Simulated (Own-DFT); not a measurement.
# Computed records: GaN (wurtzite, strained, atoms displaced)

Computed with Own-DFT development build. A calculation, not a measurement: plane-wave PBE density functional theory by an unreviewed code, no spin, of a simulated periodic cell, stress positive in tension, free energy of the whole cell less one offset for each atom, forces on such cells passed a denser k mesh, this cell's mesh not checked; offsets are fitted by least squares, one for each functional and potential file, so energies compare only between cells with the same atoms and settings and are not formation energies; the far tail of each file's local potential was reset to the Coulomb form; each entry is a single point on an unrelaxed cell, so the pressure reflects the starting lattice, mostly measured values (interpolated for alloys), from which strain is counted, and rises with the displacements; printed positions are rounded, which can move forces by about a meV/angstrom; the program, named Own-DFT, is a retired in-house code; no spin-orbit coupling.

Settings shared by all entries: functional PBE; potential files PseudoDojo norm-conserving, scalar-relativistic, standard set; wave cutoff 42 hartree; occupations Fermi-Dirac; smearing width 0.1 eV; hardware one NVIDIA H200; k mesh 3 x 4 x 3 centred on Gamma.

(1) GaN (wurtzite, strained, atoms displaced)

```
cell vectors (Å)
  13.0068     0.0101     0.1402
  -4.8710     8.1618    -0.0500
   0.1140     0.0032    10.1752
atoms (fractions of the cell vectors)
Ga  0.08736  0.21945  0.00020
Ga  0.16831  0.11518  0.26318
N   0.08303  0.21886  0.17980
N   0.16877  0.10861  0.43903
Ga  0.07729  0.22556  0.50255
Ga  0.17659  0.12650  0.74590
N   0.08140  0.21862  0.67891
N   0.17048  0.12310  0.93389
Ga  0.07097  0.54277  0.99497
Ga  0.16798  0.44743  0.25016
N   0.09092  0.55471  0.18093
N   0.16231  0.44257  0.42925
Ga  0.07759  0.54133  0.50349
Ga  0.16656  0.44484  0.75045
N   0.08482  0.55362  0.68698
N   0.17270  0.45677  0.94478
Ga  0.08714  0.88900  0.99962
Ga  0.16223  0.77099  0.24873
N   0.08832  0.89833  0.18181
N   0.16957  0.78071  0.42893
Ga  0.08858  0.88846  0.49807
Ga  0.16390  0.76856  0.74385
N   0.08242  0.88429  0.69064
N   0.16640  0.77680  0.94157
Ga  0.33873  0.22586  0.00733
Ga  0.42052  0.11361  0.25790
N   0.33009  0.21792  0.18947
N   0.42459  0.11514  0.44425
Ga  0.33715  0.22497  0.49126
Ga  0.41323  0.10975  0.74502
N   0.33422  0.22297  0.68456
N   0.42753  0.11307  0.94478
Ga  0.32954  0.54844  0.01293
Ga  0.41258  0.43870  0.24557
N   0.33394  0.56075  0.18574
N   0.41049  0.44068  0.43401
Ga  0.34017  0.56529  0.50552
Ga  0.41458  0.44458  0.74308
N   0.33644  0.55374  0.69126
N   0.40720  0.44181  0.93826
Ga  0.33436  0.89841  0.00134
Ga  0.41617  0.77904  0.25811
N   0.33569  0.89803  0.18787
N   0.41624  0.77481  0.43262
Ga  0.33470  0.88060  0.50798
Ga  0.42178  0.78670  0.75942
N   0.33160  0.89062  0.69218
N   0.41199  0.78428  0.94061
Ga  0.58049  0.21949  0.99703
Ga  0.66328  0.11270  0.25113
N   0.58214  0.22025  0.19383
N   0.66278  0.10363  0.43963
Ga  0.58234  0.21944  0.49705
Ga  0.66405  0.11004  0.74854
N   0.58766  0.22672  0.69503
N   0.66897  0.11361  0.93288
Ga  0.58064  0.54752  0.99441
Ga  0.66710  0.44479  0.24395
N   0.58157  0.55586  0.19618
N   0.67109  0.44818  0.43163
Ga  0.58407  0.55140  0.50444
Ga  0.65369  0.43841  0.74025
N   0.58209  0.54745  0.68964
N   0.65953  0.43368  0.94215
Ga  0.58555  0.89329  0.99868
Ga  0.66180  0.76708  0.25814
N   0.58488  0.89476  0.18752
N   0.66570  0.77566  0.44448
Ga  0.58416  0.88509  0.50171
Ga  0.66661  0.77404  0.75256
N   0.58478  0.89429  0.68597
N   0.65974  0.76583  0.93765
Ga  0.83770  0.21586  0.00377
Ga  0.91880  0.11670  0.24201
N   0.82834  0.21960  0.18612
N   0.91378  0.11110  0.44080
Ga  0.83692  0.22660  0.50153
Ga  0.92061  0.10823  0.75306
N   0.83231  0.21719  0.68637
N   0.91226  0.10342  0.94095
Ga  0.83041  0.54920  0.00551
Ga  0.91171  0.44267  0.25050
N   0.83532  0.56049  0.18629
N   0.91489  0.44725  0.43362
Ga  0.83458  0.55883  0.50163
Ga  0.91531  0.44169  0.75308
N   0.83478  0.56228  0.69149
N   0.91880  0.44223  0.94574
Ga  0.84019  0.89152  0.00597
Ga  0.91344  0.77527  0.24621
N   0.82678  0.87919  0.18475
N   0.91739  0.77342  0.44386
Ga  0.83479  0.88324  0.49366
Ga  0.91643  0.77913  0.75501
N   0.83221  0.88010  0.68367
N   0.92090  0.78426  0.94125
```

It finds free energy of cell above offsets 26.474 eV; pressure 10.78 GPa; stress xx -2.11 GPa; stress yy -11.92 GPa; stress zz -18.31 GPa; stress yz -0.31 GPa; stress xz 2.35 GPa; stress xy 0.97 GPa; wall time 1106 s.

Force:
```tsv
element	x (eV/Å)	y (eV/Å)	z (eV/Å)
Ga	-0.864	0.889	-1.291
Ga	-0.51	-0.532	-3.279
N	0.132	0.233	2.486
N	-0.607	0.969	2.016
Ga	0.955	-0.713	-2.413
Ga	-0.987	-2.02	0.072
N	0.384	0.581	2.83
N	1.416	-1.042	0.123
Ga	2.923	2.418	0.939
Ga	-0.008	-0.371	-1.783
N	-1.9	-0.684	0.953
N	0.894	0.367	2.467
Ga	-0.374	1.515	-1.852
Ga	0.619	-0.005	0.71
N	-0.206	-1.399	0.437
N	-0.777	-1.725	-1.391
Ga	-0.3	0.63	-1.207
Ga	0.359	1.276	-1.77
N	-0.492	-1.05	2.032
N	0.624	-0.793	2.673
Ga	-0.644	-0.67	0.641
Ga	-0.737	1.898	1.689
N	0.367	0.778	-0.245
N	0.154	-0.087	-0.957
Ga	-0.399	-0.935	-1.699
Ga	-0.655	-0.335	-0.972
N	0.526	-0.08	1.187
N	-1.285	-0.985	0.215
Ga	-0.31	-1.032	0.86
Ga	0.57	1.043	1.158
N	0.842	0.123	-0.461
N	-3.238	0.413	-1.964
Ga	-0.309	1.623	-3.605
Ga	-0.087	1.166	0.12
N	0.552	-0.646	3.295
N	0.746	1.423	0.731
Ga	-0.61	-1.917	-0.905
Ga	0.388	-0.151	1.44
N	-1.158	0.917	-0.16
N	1.649	0.392	-0.277
Ga	-0.26	-1.783	0.227
Ga	-0.245	0.94	-3.872
N	0.18	-1.128	1.12
N	0.332	0.81	3.109
Ga	-0.992	0.632	-1.716
Ga	-0.275	-0.614	-0.853
N	0.734	-1.079	-0.018
N	1.481	-0.61	1.013
Ga	2.094	-0.489	1.244
Ga	0.474	-0.287	-0.009
N	0.118	0.405	-0.893
N	0.505	1.208	0.285
Ga	1.293	0.806	0.653
Ga	0.724	0.937	-0.163
N	-0.857	-2.224	-1.697
N	0.546	0.353	1.26
Ga	-0.956	-0.032	1.08
Ga	-0.389	0.246	0.188
N	0.087	-1.532	-1.513
N	-0.216	-0.229	1.333
Ga	-0.332	-0.342	-1.677
Ga	3.248	1.219	2.301
N	-1.988	1.148	-0.246
N	0.853	1.952	-0.88
Ga	-0.479	-0.946	0.009
Ga	-0.637	1.999	-1.13
N	0.264	-1.357	0.681
N	0.38	-0.178	0.084
Ga	-0.34	0.143	-0.585
Ga	-0.005	0.787	-0.682
N	0.182	-1.612	0.792
N	0.519	1.563	0.434
Ga	-1.864	0.007	-1.257
Ga	-0.236	-0.76	0.947
N	0.51	0.14	1.141
N	0.551	-0.046	-1.203
Ga	-1.075	-0.944	-0.719
Ga	-1.038	-0.598	-0.977
N	0.432	0.378	1.089
N	1.232	1.28	-0.415
Ga	-0.455	0.51	-2.203
Ga	1.121	0.555	-1.171
N	0.122	-1.387	0.941
N	0.435	-0.086	1.245
Ga	-0.194	-1.022	0.333
Ga	-0.815	0.1	-0.308
N	0.026	-1.905	0.227
N	-2.219	-0.979	-1.423
Ga	-1.123	-1.746	-1.54
Ga	0.915	1.665	0.63
N	0.046	0.734	2.318
N	0.398	1.389	-1.7
Ga	-0.489	0.422	0.646
Ga	0.347	0.465	-0.605
N	-0.469	0.685	0.843
N	0.154	-1.047	0.44
```

(2) GaN (wurtzite, strained, atoms displaced)

```
cell vectors (Å)
  12.5313    -0.0748     0.2532
  -4.7478     8.3520     0.0089
   0.2058     0.1300    10.5235
atoms (fractions of the cell vectors)
Ga  0.08065  0.22506  0.00356
Ga  0.15042  0.10519  0.24544
N   0.08573  0.23151  0.18895
N   0.16539  0.10843  0.43753
Ga  0.08367  0.22079  0.49568
Ga  0.16554  0.10775  0.74109
N   0.08038  0.21661  0.69624
N   0.15837  0.09646  0.94722
Ga  0.08952  0.55645  0.99510
Ga  0.16559  0.45002  0.24608
N   0.08049  0.56160  0.18885
N   0.16875  0.44310  0.44830
Ga  0.08254  0.55270  0.50397
Ga  0.16386  0.44317  0.75061
N   0.08370  0.55573  0.68396
N   0.16734  0.44374  0.93757
Ga  0.08621  0.88900  0.00183
Ga  0.16107  0.77384  0.24814
N   0.07596  0.88060  0.19453
N   0.16138  0.77987  0.44078
Ga  0.08276  0.89125  0.49463
Ga  0.15854  0.77640  0.75073
N   0.08839  0.88670  0.69223
N   0.16100  0.78456  0.93474
Ga  0.33532  0.22141  0.00694
Ga  0.41678  0.10473  0.24899
N   0.32877  0.21780  0.17609
N   0.41191  0.10601  0.43424
Ga  0.32889  0.22497  0.50060
Ga  0.41698  0.11508  0.74775
N   0.32939  0.22692  0.68953
N   0.41550  0.11108  0.93587
Ga  0.32900  0.55491  0.00214
Ga  0.42339  0.45000  0.24698
N   0.33492  0.56133  0.18484
N   0.42450  0.45470  0.43618
Ga  0.33632  0.55403  0.49712
Ga  0.41241  0.43927  0.75136
N   0.34114  0.55010  0.69011
N   0.41649  0.44370  0.94210
Ga  0.33971  0.89062  0.99861
Ga  0.42001  0.78228  0.24832
N   0.34126  0.89319  0.18686
N   0.41803  0.78977  0.43758
Ga  0.32256  0.88692  0.49892
Ga  0.41753  0.77210  0.75371
N   0.32594  0.88283  0.68788
N   0.41262  0.78227  0.93598
Ga  0.59104  0.22917  0.01396
Ga  0.66842  0.11591  0.25197
N   0.58109  0.22706  0.19188
N   0.66049  0.09891  0.43500
Ga  0.58641  0.21626  0.50360
Ga  0.66489  0.10852  0.75438
N   0.58202  0.22160  0.69415
N   0.66596  0.10741  0.94103
Ga  0.58140  0.54630  0.00201
Ga  0.66577  0.44038  0.24883
N   0.57974  0.56192  0.18530
N   0.67278  0.44583  0.44372
Ga  0.58595  0.55869  0.49392
Ga  0.66403  0.43743  0.74264
N   0.59567  0.56638  0.68975
N   0.67182  0.44727  0.94183
Ga  0.58604  0.89750  0.99802
Ga  0.66668  0.78009  0.25509
N   0.58549  0.89020  0.19287
N   0.66604  0.77617  0.44183
Ga  0.58026  0.88532  0.49996
Ga  0.67303  0.78980  0.74795
N   0.58689  0.88928  0.69749
N   0.67260  0.77840  0.93724
Ga  0.83506  0.22746  0.00993
Ga  0.92686  0.11560  0.25096
N   0.83259  0.22224  0.19025
N   0.92194  0.11406  0.44717
Ga  0.83469  0.21382  0.49216
Ga  0.91588  0.11675  0.74187
N   0.83163  0.22560  0.68930
N   0.92181  0.10992  0.92973
Ga  0.82949  0.54940  0.99815
Ga  0.91618  0.44979  0.25783
N   0.83324  0.55576  0.19185
N   0.91587  0.45030  0.44050
Ga  0.83734  0.55414  0.50065
Ga  0.91362  0.44265  0.75182
N   0.82937  0.54967  0.67943
N   0.91590  0.44394  0.94185
Ga  0.83250  0.87846  0.99671
Ga  0.91556  0.77896  0.25261
N   0.82814  0.88848  0.18948
N   0.92121  0.79082  0.44571
Ga  0.82987  0.88167  0.49762
Ga  0.91292  0.77459  0.75057
N   0.83212  0.89744  0.68699
N   0.92111  0.78013  0.93863
```

It finds free energy of cell above offsets 26.052 eV; pressure 7.79 GPa; stress xx -14.7 GPa; stress yy -6.58 GPa; stress zz -2.09 GPa; stress yz 2.3 GPa; stress xz 4.41 GPa; stress xy -1.54 GPa; wall time 1118 s.

Force:
```tsv
element	x (eV/Å)	y (eV/Å)	z (eV/Å)
Ga	0.814	-1.332	-1.422
Ga	3.115	0.069	0.376
N	0.252	0.703	-0.471
N	-0.192	0.76	-0.802
Ga	0.671	0.475	1.884
Ga	-1.055	-0.877	2.43
N	1.021	1.553	-1.858
N	0.228	3.217	-1.104
Ga	-1.861	1.097	0.491
Ga	0.278	0.513	1.228
N	1.127	-0.715	-0.663
N	-0.354	0.196	-1.756
Ga	-0.149	0.552	-0.52
Ga	0.709	-0.267	-0.537
N	-0.043	-0.113	1.263
N	0.115	-0.091	-0.168
Ga	-1.49	-0.506	0.906
Ga	1.017	1.089	0.747
N	1.017	1.47	-0.973
N	0.571	-1.494	-1.262
Ga	0.164	0.165	1.789
Ga	1.823	-0.831	0.569
N	-2.606	0.814	-1.865
N	2.888	-1.909	0.462
Ga	-0.985	-0.583	-3.04
Ga	-2.089	0.354	0.432
N	0.132	0.317	4.414
N	0.184	1.179	0.769
Ga	1.229	0.184	-0.446
Ga	-1.156	-1.582	0.726
N	1.683	-0.166	-0.996
N	1.034	0.476	0.307
Ga	1.253	0.513	-0.438
Ga	-2.458	-1.968	0.361
N	0.081	-0.194	0.703
N	-0.387	-1.535	-0.656
Ga	-0.494	1.412	0.832
Ga	2.104	0.695	0.967
N	-2.3	1.148	-0.793
N	-0.349	-0.029	-0.597
Ga	-2.527	1.038	0.206
Ga	-0.444	-0.668	0.732
N	-1.346	-0.796	-0.363
N	-0.012	-1.72	-0.015
Ga	1.19	0.284	0.889
Ga	-1.174	0.114	-0.85
N	1.298	0.778	-0.076
N	2.165	-1.456	0.169
Ga	-1.003	-0.856	-2.529
Ga	-0.598	-1.261	-0.112
N	1.402	-0.163	0.327
N	1.025	1.405	0.465
Ga	-1.349	0.414	-0.152
Ga	-0.197	0.098	0.17
N	0.932	-0.398	-1.325
N	-0.015	1.904	0.14
Ga	-0.552	1.621	-0.782
Ga	-0.83	1.13	1.149
N	2.782	0.467	0.223
N	-0.71	-0.802	-1.152
Ga	0.844	-0.646	1.936
Ga	-0.591	1.026	1.168
N	-1.322	-0.901	-0.569
N	-0.793	-1.285	-0.989
Ga	0.754	-2.301	0.817
Ga	-0.722	-0.412	-0.335
N	0.282	1.02	-1.008
N	-0.19	0.526	-0.78
Ga	-0.222	-0.329	1.067
Ga	-0.277	-2.24	1.428
N	-1.123	0.733	-1.643
N	-1.568	-0.603	0.059
Ga	0.864	-1.274	-1.745
Ga	-2.962	-1.487	0.514
N	1.142	0.922	0.942
N	-0.192	-1.292	-2.045
Ga	-1.938	1.311	1.407
Ga	-0.543	-0.855	1.407
N	0.065	0.069	-1.064
N	-1.411	0.158	1.44
Ga	1.031	1.925	0.918
Ga	-0.311	-0.725	-0.725
N	-0.007	0.374	-0.521
N	1.945	-1.742	-0.541
Ga	-1.496	1.452	0.02
Ga	-0.086	0.008	-0.037
N	1.096	1.047	1.736
N	0.687	-0.002	-0.617
Ga	-0.362	1.788	0.461
Ga	-1.697	-1.048	0.497
N	1.917	1.008	-0.072
N	0.162	-2.259	-1.512
Ga	-0.648	1.279	1.418
Ga	-0.097	0.326	-0.22
N	2.194	0.061	-0.87
N	-0.009	-1.529	-0.34
```
